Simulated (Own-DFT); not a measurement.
# Which defects push the lattice out? zincblende GaAs

The numbers are computed, not measured, by runs of the plane-wave DFT program Own-DFT (in-house, retired, unreviewed) at fixed positions, with no spin and no spin-orbit coupling.

Method: PBE; PseudoDojo norm-conserving scalar-relativistic files; cutoff 42 hartree; 3 x 3 x 3 k mesh centred on Gamma; Fermi-Dirac smearing of 0.1 eV.

Keep in mind (not all hold for every row): not probed for a lower state with spin; forces on such cells failed a check on a denser k mesh; forces not confirmed at this smearing and k mesh; forces on such cells passed a denser k mesh, each cell not checked; stress not checked against mesh or cutoff.

All runs share one cell, with vectors in Å (11.307, 0.000, 0.000); (0.000, 11.307, 0.000); (0.000, 0.000, 11.307) and a volume of 1445.4 Å³. Atoms were moved at random from their sites; u is the rms move along one axis. The defect's site can differ from row to row.

| cell | formula | u (Å) | P (GPa) |
|---|---|---|---|
| no defect | As32Ga32 | 0.0191 | 3.49 |
| no defect | As32Ga32 | 0.0468 | 3.86 |
| no defect | As32Ga32 | 0.0511 | 3.93 |
| one Al on a Ga site | AlAs32Ga31 | 0.0493 | ? |
| one Al on a Ga site | AlAs32Ga31 | 0.0504 | 3.97 |
| one Al on a Ga site | AlAs32Ga31 | 0.0519 | 3.95 |
| one Al on a Ga site | AlAs32Ga31 | 0.0527 | 4.02 |
| one As on a Ga site | As33Ga31 | 0.0277 | 4.20 |
| one As on a Ga site | As33Ga31 | 0.0315 | 4.33 |
| one As on a Ga site | As33Ga31 | 0.0544 | 4.69 |
| one In on a Ga site | As32Ga31In | 0.0280 | 4.25 |
| one In on a Ga site | As32Ga31In | 0.0308 | 4.24 |
| one In on a Ga site | As32Ga31In | 0.0497 | 4.63 |
| two As vacancies | As30Ga32 | 0.0294 | 3.27 |
| two As vacancies | As30Ga32 | 0.0455 | 3.48 |
| two As vacancies | As30Ga32 | 0.0495 | 3.41 |

## What the rows give

P = P0 + c u² + a shift for each defect gives P0 = 3.43 GPa, c = 194 ± 18 GPa/Å² and a scatter of 0.05 GPa. The shifts, and each times the cell's volume:

- one As on a Ga site: 0.67 ± 0.04 GPa, 6.1 eV
- one In on a Ga site: 0.67 ± 0.04 GPa, 6.1 eV
- one Al on a Ga site: 0.03 ± 0.05 GPa, 0.3 eV (not resolved)
- two As vacancies: -0.39 ± 0.04 GPa, -3.5 eV (-1.8 eV for each of its 2 sites)

Against the defect-free cell, a freed cell would be larger where the shift is positive and smaller where it is negative (160.2 GPa Å³ is 1 eV). The atoms around the defects weren't relaxed, which would change these numbers.

## Prediction

Question: what pressure belongs in the blank (one Al on a Ga site, u = 0.0493 Å)?

The fitted form gives 3.93 ± 0.06 GPa. Computed: 3.90 GPa.
